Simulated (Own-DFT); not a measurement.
# Biaxial strain at fixed height in diamond-structure SiGeSn with randomly placed atoms, 64 atoms (Ge48Si8Sn8)

Calculated, not measured: single-point runs of Own-DFT, a retired in-house plane-wave DFT program that no person has reviewed, on unrelaxed cells, without spin or spin-orbit coupling.

Method: PBE; PseudoDojo norm-conserving scalar-relativistic files; cutoff 49 hartree; 3 x 3 x 3 k mesh centred on Gamma; Fermi-Dirac smearing of 0.1 eV.

Known weak points: forces on such cells moved up to 12 meV/angstrom on a denser k mesh; stress not checked against mesh or cutoff.

Unstrained cell vectors in Å: (11.467, 0.000, 0.000); (0.000, 11.467, 0.000); (0.000, 0.000, 11.467). The unstrained cell has measured lattice constants (interpolated for alloys), not those of this functional. That, the random moves and any unrelaxed bonds set the pressure at no strain. Each run strains x and y alike by e, as a substrate would, and holds the height along z. Each atom got a random Gaussian move of width 0.05 Å along each axis. The random placing of the alloy's atoms differs from row to row. Stress is positive in tension.

| e (%) | u (Å) | (s_xx + s_yy)/2 (GPa) | s_zz (GPa) |
|---|---|---|---|
| -2.75 | 0.051 | -10.21 | -8.50 |
| -2.50 | 0.052 | -10.06 | -8.26 |
| -2.00 | 0.050 | -9.21 | -7.63 |
| -1.50 | 0.048 | -7.61 | -6.71 |
| -1.00 | 0.052 | -6.95 | -6.39 |
| -0.75 | 0.048 | -6.42 | -5.76 |
| -0.25 | 0.055 | ? | ? |
| 0.50 | 0.051 | -4.09 | -4.19 |
| 1.75 | 0.048 | -2.11 | -3.16 |
| 3.00 | 0.048 | -0.40 | -2.10 |

## Fit

With e as a fraction, the in-plane stress is -5.0 + 178 e - 733 e² GPa (errors 4 and 236, scatter 0.21), and s_zz is -4.9 + 115 e - 692 e² GPa (slope ± 3, scatter 0.15). At e = 0 the first slope is C11 + C12 and the second 2 C12, both with the ions held to the strained lattice and at the cell's own pressure. The term in e² is negative: the layer stiffens under compression and softens under tension. A free layer would change its height as e changes, and the in-plane slope would drop by 2 C12²/C11 to the biaxial modulus. At fixed height, a misfit of 1 % moves the in-plane stress by about 1.8 GPa and s_zz by 1.2 GPa.

## Withheld run

Question: what are the two stresses at e = -0.25 %?

Estimate: -5.5 and -5.2 GPa. The run itself gave -5.64 and -5.61 GPa.
